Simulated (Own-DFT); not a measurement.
# Computed records: GaP (zincblende, atoms displaced)

A calculation, not a measurement: plane-wave PBE density functional theory by an unreviewed code, no spin, of a simulated periodic cell, stress positive in tension, free energy of the whole cell less one offset for each atom, forces on such cells passed a denser k mesh, this cell's mesh not checked; offsets are fitted by least squares, one for each functional and potential file, so energies compare only between cells with the same atoms and settings and are not formation energies; the far tail of each file's local potential was reset to the Coulomb form; each entry is a single point on an unrelaxed cell, so the pressure reflects the starting lattice, mostly measured values (interpolated for alloys), from which strain is counted, and rises with the displacements; printed positions are rounded, which can move forces by about a meV/angstrom; the program, named Own-DFT, is a retired in-house code; no spin-orbit coupling. Program: Own-DFT development build.

```xyz
64
Lattice="10.9010 0.0000 0.0000 0.0000 10.9010 0.0000 0.0000 0.0000 10.9010" Properties=species:S:1:pos:R:3:force_x:R:1:force_y:R:1:force_z:R:1 formula=GaP functional=PBE potential_files=PseudoDojo_norm-conserving,scalar-relativistic,standard_set wave_cutoff=42 occupations=Fermi-Dirac smearing_width=0.1 hardware=one_NVIDIA_H100 k_mesh=3_x_3_x_3_centred_on_Gamma free_energy_of_cell_above_offsets=-35.643 pressure=2.74 stress_xx=-2.73 stress_yy=-2.73 stress_zz=-2.75 stress_yz=0 stress_xz=0.12 stress_xy=-0.21 wall_time=499.4
Ga     0.0017    10.8701     0.0051      0.219      0.545     -0.133
Ga    10.8914     2.7359     2.7469      0.036     -0.154     -0.287
Ga     2.7253     0.0154     2.7396     -0.232      0.161      0.027
Ga     2.7034     2.7433    10.8966      0.381      0.157     -0.148
P      1.3873     1.4269     1.3471     -0.493     -0.759      0.308
P      1.3370     4.0694     4.0734      0.466      0.339      0.243
P      4.0871     1.3691     4.1074      0.215     -0.015     -0.068
P      4.0703     4.1027     1.3745      0.308     -0.358     -0.076
Ga    10.8885     0.0172     5.4693     -0.094     -0.219     -0.112
Ga    10.8947     2.7113     8.1951      0.137     -0.095     -0.394
Ga     2.7374    10.8919     8.1795     -0.228      0.086     -0.052
Ga     2.7370     2.7304     5.4664      0.002      0.187     -0.002
P      1.3681     1.3531     6.7965     -0.039      0.118      0.381
P      1.3493     4.0618     9.5233      0.111      0.482      0.075
P      4.0719     1.4043     9.5063     -0.005     -0.384      0.447
P      4.1181     4.0900     6.8548      -0.21      0.105     -0.351
Ga     0.0561     5.4493     0.0442     -0.651     -0.111     -0.665
Ga    10.8896     8.1646     2.7506      0.045      0.068     -0.156
Ga     2.7563     5.4540     2.7354     -0.539      0.044     -0.029
Ga     2.6888     8.1584    10.8879      0.501      0.021      0.165
P      1.3522     6.8207     1.3427      0.296     -0.012      0.734
P      1.3515     9.5374     4.1040     -0.096      0.223     -0.266
P      4.0801     6.7925     4.1082       0.22      0.285      -0.11
P      4.0344     9.5488     1.3752      0.384     -0.203      -0.25
Ga    10.8848     5.4364     5.4367      0.118      0.183       0.08
Ga    10.8882     8.1699     8.1901      0.312      0.047     -0.121
Ga     2.6983     5.4703     8.1565      0.217     -0.158      0.194
Ga     2.7155     8.1864     5.4289      0.032     -0.131      0.099
P      1.3665     6.8330     6.8049     -0.257     -0.139     -0.132
P      1.3866     9.5091     9.5493     -0.326      0.391     -0.307
P      4.0993     6.8049     9.5514     -0.335     -0.223      0.136
P      4.0591     9.5531     6.7843      0.289     -0.214      0.253
Ga     5.4225     0.0123    10.8915       0.07     -0.266     -0.219
Ga     5.4819     2.7401     2.7505     -0.283     -0.435     -0.434
Ga     8.1769     0.0068     2.7261      0.086     -0.061     -0.099
Ga     8.2204     2.7482     0.0352     -0.396     -0.136     -0.322
P      6.8399     1.3348     1.3258     -0.287      0.414       0.31
P      6.8161     4.0553     4.1032      0.182      0.515     -0.107
P      9.5331     1.3786     4.0786      0.002     -0.282      0.128
P      9.5404     4.0864     1.3753      0.295      0.252      0.025
Ga     5.4701     0.0162     5.4908     -0.265     -0.066     -0.338
Ga     5.4643     2.7030     8.1862     -0.062      0.487      0.184
Ga     8.1324    10.8971     8.2080      0.719      0.123     -0.464
Ga     8.1688     2.7098     5.4497       0.01     -0.108      0.259
P      6.7773     1.3625     6.8550      0.611     -0.006     -0.329
P      6.8212     4.0948     9.5507       0.07     -0.354      0.048
P      9.5302     1.4008     9.5359      0.032     -0.653      0.169
P      9.5523     4.0595     6.8066     -0.192      0.123       0.07
Ga     5.4580     5.4120     0.0082     -0.059       0.37      0.072
Ga     5.4479     8.1683     2.7115     -0.232       0.32      0.331
Ga     8.1548     5.4392     2.6759      0.004      0.067      0.521
Ga     8.1934     8.2316    10.8915     -0.035     -0.664      0.068
P      6.7975     6.8278     1.3772      0.206      0.009     -0.549
P      6.8143     9.5767     4.0931      0.012     -0.477      0.086
P      9.5040     6.8202     4.0929      0.272      -0.55     -0.389
P      9.5498     9.5374     1.3544      -0.01      0.071      0.418
Ga     5.4750     5.4554     5.4520     -0.179     -0.216      0.082
Ga     5.3894     8.1582     8.1847      0.443       0.24     -0.327
Ga     8.1579     5.4179     8.1633       0.26      0.342      -0.03
Ga     8.1915     8.1318     5.4414      -0.34      0.656      0.109
P      6.8119     6.8185     6.7963     -0.103     -0.032      0.316
P      6.8545     9.5159     9.5054     -1.083      0.067      0.397
P      9.5457     6.8332     9.5185     -0.146     -0.586      0.467
P      9.5551     9.4973     6.8133     -0.387      0.572      0.063
```

Units: wave_cutoff in hartree; smearing_width, free_energy_of_cell_above_offsets in eV; pressure, stress_xx, stress_yy, stress_zz, stress_yz, stress_xz, stress_xy in GPa; wall_time in s; force_x, force_y, force_z in eV/Å.
